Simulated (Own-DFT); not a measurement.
# Which defects push the lattice out? C40 NbSi2

The numbers are computed, not measured, by runs of the plane-wave DFT program Own-DFT (in-house, retired, unreviewed) at fixed positions, with no spin and no spin-orbit coupling.

Settings: PBE; PseudoDojo norm-conserving scalar-relativistic files; cutoff 42 hartree; 4 x 4 x 5 k mesh centred on Gamma; cold (Marzari-Vanderbilt) smearing of 0.2 eV.

Limits: forces on such cells failed a check on a denser k mesh; stress not checked against mesh or cutoff.

All runs share one cell, with vectors in Å (0.000, 8.324, 0.000); (-9.613, 0.000, 0.000); (0.000, 0.000, 6.586) and a volume of 527.0 Å³. Atoms were moved at random from their sites; u is the rms move along one axis. The defect's site can differ from row to row.

| cell | formula | u (Å) | P (GPa) |
|---|---|---|---|
| no defect | Nb12Si24 | 0.0202 | 1.49 |
| no defect | Nb12Si24 | 0.0209 | 1.55 |
| no defect | Nb12Si24 | 0.0565 | 2.97 |
| two Si on a Nb site each | Nb10Si26 | 0.0286 | 1.59 |
| two Si on a Nb site each | Nb10Si26 | 0.0308 | ? |
| two Si on a Nb site each | Nb10Si26 | 0.0499 | 2.51 |
| two Si on a Nb site each | Nb10Si26 | 0.0527 | 2.47 |
| one Si vacancy | Nb12Si23 | 0.0319 | 1.01 |
| one Si vacancy | Nb12Si23 | 0.0334 | 1.10 |
| one Si vacancy | Nb12Si23 | 0.0541 | 1.82 |
| two Nb on a Si site each | Nb14Si22 | 0.0314 | 7.85 |
| two Nb on a Si site each | Nb14Si22 | 0.0515 | 8.24 |
| two Nb on a Si site each | Nb14Si22 | 0.0572 | 8.51 |

## Worked fit

P = P0 + c u² + a shift for each defect gives P0 = 1.41 GPa, c = 440 ± 40 GPa/Å² and a scatter of 0.14 GPa. The shifts, and each times the cell's volume:

- two Nb on a Si site each: 5.78 ± 0.12 GPa, 19.0 eV (9.5 eV for each of its 2 sites)
- two Si on a Nb site each: -0.11 ± 0.12 GPa, -0.4 eV (-0.2 eV for each of its 2 sites) (not resolved)
- one Si vacancy: -0.84 ± 0.12 GPa, -2.8 eV

A positive shift means that the defect pushes the cell outwards. Shift times volume (160.2 GPa Å³ is 1 eV) depends little on the cell's size, so, taken for each site, it can be compared between cells at like pressure. The atoms around the defects weren't relaxed, which would change these numbers.

## Withheld run

Question: what pressure belongs in the blank (two Si on a Nb site each, u = 0.0308 Å)?

From the fit: 1.72 ± 0.17 GPa. The calculation gave 1.57 GPa.
